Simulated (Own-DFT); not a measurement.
## Calculated data, Hf36O71 (tetragonal hafnia with one neutral oxygen vacancy, atoms displaced)

A calculation, not a measurement: plane-wave PBE and HSE06 DFT by an unreviewed code, no spin, of a simulated cell at Gamma alone, so results move with cell size and shape, stress positive in tension, energies less offsets, not probed for a lower state with spin; hafnium file: forces about 75 meV/angstrom off all-electron values; oxygen file: force components 24 meV/angstrom off all-electron in a glass; k mesh not checked against a denser one; forces and stress are PBE's, HSE06 gives the energy alone, and its difference from PBE has offsets of its own; offsets are fitted by least squares, one for each functional and potential file, so energies compare only between cells with the same atoms and settings and are not formation energies; the far tail of each file's local potential was reset to the Coulomb form; each entry is a single point on an unrelaxed cell, so the pressure reflects the starting lattice, taken from the Materials Project, from which strain is counted, and rises with the displacements; printed positions are rounded, which can move forces by about a meV/angstrom; the program is a retired in-house code; no spin-orbit coupling. Program: Own-DFT development build.

```xyz
107
Lattice="10.7800 0.0000 0.0000 0.0000 10.7800 0.0000 0.0000 0.0000 10.4493" Properties=species:S:1:pos:R:3:force_x:R:1:force_y:R:1:force_z:R:1 formula=Hf36O71 first_functional=PBE second_functional=HSE06 exact_exchange_share=0.25 screening=0.11 exchange_divergence=Gygi-Baldereschi potential_files=PseudoDojo_norm-conserving,scalar-relativistic,made_for_PBE,standard_set wave_cutoff=48 occupations=fixed k_mesh=1_x_1_x_1_centred_on_Gamma PBE_energy_of_cell_above_offsets=-86.571 HSE06_less_PBE_above_offsets=0.652 PBE_pressure=5.4 PBE_stress_xx=-5.07 PBE_stress_yy=-5.64 PBE_stress_zz=-5.48 PBE_stress_yz=-0.18 PBE_stress_xz=-0.76 PBE_stress_xy=-0.06
Hf    10.7669    10.5978    10.4382     -1.979      5.609     -0.155
Hf     1.7518     1.8826     2.3851      1.883      0.589      1.989
O      0.0022     1.8522     1.4758     -0.134     -1.003      1.681
O      1.7548    10.7564     3.6366     -1.199      1.084     -1.625
O     10.7682     1.8575     4.2427     -0.261      -1.96     -3.094
O      1.9262     0.0023     0.8619     -3.334     -0.221      1.774
Hf     0.0022     0.1081     5.1450      0.568      -3.65      2.135
Hf     1.7688     1.8345     7.7744     -0.459      0.243      1.687
O      0.1664     1.7263     6.7242     -2.943      0.105     -0.802
O      1.9278    10.7484     8.7341      0.585      1.186      1.352
O     10.6927     1.7770     9.3951      1.946     -1.269     -0.081
O      1.8427     0.0063     6.2418     -1.045     -0.206      0.344
Hf    10.7340     3.6665     0.0410      0.108     -0.852     -1.527
Hf     1.8330     5.4510     2.6415     -0.566     -0.375      0.142
O     10.7372     5.5590     1.3535     -0.115      -2.04      3.502
O      0.1125     5.3575     4.1433      0.458      -1.28     -0.334
O      1.7515     3.6510     1.1040       1.12     -0.335     -0.345
Hf    10.7358     3.4540     5.2197      1.386      6.133      1.122
Hf     1.8196     5.3210     7.8309     -2.241      2.105     -0.065
O      0.0185     5.3048     6.7277     -1.236      0.523      1.465
O      1.8169     3.5968     8.8651      0.626      -1.55      1.001
O     10.7676     5.3389     9.4421     -1.179      0.777     -1.199
O      1.7195     3.5769     6.3822      1.391     -0.354     -1.941
Hf     0.0049     7.2393     0.2336      2.523     -2.226     -4.832
Hf     1.7279     9.0253     2.5457      1.717     -1.372       3.32
O     10.7015     8.8821     1.5731      2.088      2.099      0.161
O      1.8126     7.1829     3.6053     -0.272       1.21     -0.711
O     10.7674     8.8311     4.2719      0.227      5.422     -3.243
O      1.8352     7.0581     0.9841        1.8      1.244      0.763
Hf    10.7562     7.2457     5.2377      1.868     -3.747      0.495
Hf     1.7959     9.0111     7.8624     -0.739     -3.633      -1.87
O      0.0092     9.0258     6.6202      0.254      0.011      2.555
O      1.7243     7.0796     8.7548     -0.057      1.998      0.924
O      0.1010     9.0406     9.4705       0.42     -2.098     -2.077
O      1.7709     7.0970     6.3309      0.803      0.683     -1.555
Hf     3.5600    10.7195    10.4070      1.759       0.16     -0.943
Hf     5.4239     1.7521     2.6551      -0.44     -0.324     -1.014
O      3.6951     1.9068     1.5967     -3.039     -0.735      0.261
O      5.3225    10.7256     3.6602      0.753      0.213     -0.277
O      3.5422     1.8461     4.3764      0.137     -0.655     -1.461
O      5.3054     0.2339     1.0282      0.712     -1.758      -0.84
Hf     3.5905     0.0295     5.3810     -1.802     -1.506     -4.204
Hf     5.1960     1.7962     7.8648       2.02     -0.188     -0.279
O      3.5407     1.8650     6.7062      1.257     -0.189      2.206
O      5.3752    10.7528     8.8633     -0.021      1.498        0.5
O      3.6339     1.7958     9.3934      0.777     -0.431     -0.857
O      5.3398     0.0054     6.1904      1.737      0.681      2.688
Hf     3.5828     3.5804    10.3571     -1.375       0.98      2.242
Hf     5.4094     5.2722     2.4915      0.561      1.232      2.642
O      3.7143     5.3968     1.6597     -2.067     -0.057     -1.332
O      5.3674     3.5075     3.5848      0.979      1.195      1.769
O      3.5986     5.4855     4.1339     -0.446      -2.29      1.101
O      5.2707     3.4771     1.0398      3.031      1.272     -1.273
Hf     3.5522     3.5972     5.2843     -2.253      1.434     -1.604
Hf     5.4513     5.2008     7.8327     -1.638      6.416      -1.13
O      3.5689     5.3788     6.9152      1.628     -0.909     -0.891
O      5.5071     3.6225     8.8051      -0.41     -3.949      1.992
O      3.6287     5.3608     9.4886      0.572       0.34      0.144
O      5.3226     3.6422     6.3036       0.92     -0.282       0.45
Hf     3.8159     7.2762     0.0558     -3.323     -3.593     -0.777
Hf     5.4121     8.9418     2.5176      0.221     -1.186      3.223
O      3.5762     9.0392     1.5903      0.758      -0.37     -1.229
O      5.3866     7.1681     3.6213     -0.468      1.604     -1.053
O      3.3871     8.9829     4.2769      0.757      0.444       0.02
O      5.4200     7.1335     1.1311      1.757      1.059     -0.642
Hf     3.5950     7.1839     5.2662     -0.386       0.48      -0.31
Hf     5.3400     9.0766     7.9083      1.097     -4.174     -2.259
O      3.6559     8.9180     6.8322     -0.188      0.994      0.221
O      5.3977     7.1064     8.9602      0.701      1.063     -0.204
O      3.5862     8.7737     9.2759      0.395      3.237      1.099
O      5.3911     7.0600     6.2530      0.442      0.382       0.15
Hf     7.1020    10.7389     0.0140      2.774      1.964     -0.148
Hf     9.0501     1.8324     2.7408     -0.802      1.401     -2.811
O      7.2555     1.7829     1.6677     -0.419      0.253      0.203
O      9.0629    10.7774     3.5635      0.615      1.406       1.82
O      7.3031     1.7709     4.2952     -0.412      2.264     -0.955
O      8.9513     0.0195     0.9903      0.666     -0.944      0.607
Hf     7.1071     0.1265     5.2106       1.51     -3.499      1.714
Hf     8.9994     1.8231     7.7567      1.421     -2.744      1.822
O      7.2742     1.8262     6.8409     -3.804       0.58     -0.913
O      8.8472     0.0105     8.8815      0.734     -1.475     -0.616
O      7.3908     1.8510     9.3777     -3.197     -1.653      1.391
O      8.9895     0.0596     6.3122      0.158      0.507     -2.346
Hf     7.2020     3.5432    10.3816      1.349     -0.605      1.086
Hf     8.9335     5.4002     2.5958       2.66      0.859      1.043
O      7.2770     5.4470     1.5704     -1.483     -0.389     -1.025
O      8.9620     3.6267     3.6839      -0.31      0.069      0.013
O      7.1128     5.6046     4.2475      0.429      -4.11     -0.274
O      9.0441     3.5767     1.0754     -1.757      0.475      0.448
Hf     7.0595     3.6985     5.3679      2.914      0.194     -2.389
Hf     8.9646     5.4223     7.7963      4.539     -0.813      1.017
O      7.2819     5.5030     6.8841     -2.135     -1.524     -1.391
O      8.9832     3.3308     8.9701      -0.02      5.408     -0.475
O      7.1834     5.4176     9.3550      0.998      -0.88      0.505
O      9.0309     3.6997     6.2367     -2.176     -0.837      0.797
Hf     7.1820     7.1865    10.3617       0.62     -0.652      1.572
Hf     8.9971     9.1255     2.6143     -1.476     -3.767      0.211
O      7.2155     8.9926     1.5473     -1.006      0.481      0.511
O      9.1580     7.1621     3.6904     -1.298     -0.011     -1.529
O      7.2423     8.9574     4.2256      0.209      1.959     -1.216
O      9.1020     7.2798     1.0235     -5.203     -0.163      0.481
Hf     7.2487     7.2679     5.2762      -2.04      0.685     -0.479
Hf     9.0236     8.8713     7.7554      0.048      6.501      -2.97
O      7.2495     8.9864     6.7330     -1.615       0.09      1.764
O      9.0751     7.3845     8.7470     -0.577     -5.832       3.17
O      7.2135     8.9644     9.5612     -1.175      0.225     -1.629
O      9.0033     7.2049     6.1938      0.129     -0.366      1.903
```

Units: screening in 1/bohr; wave_cutoff in hartree; PBE_energy_of_cell_above_offsets, HSE06_less_PBE_above_offsets in eV; PBE_pressure, PBE_stress_xx, PBE_stress_yy, PBE_stress_zz, PBE_stress_yz, PBE_stress_xz, PBE_stress_xy in GPa; force_x, force_y, force_z in eV/Å.
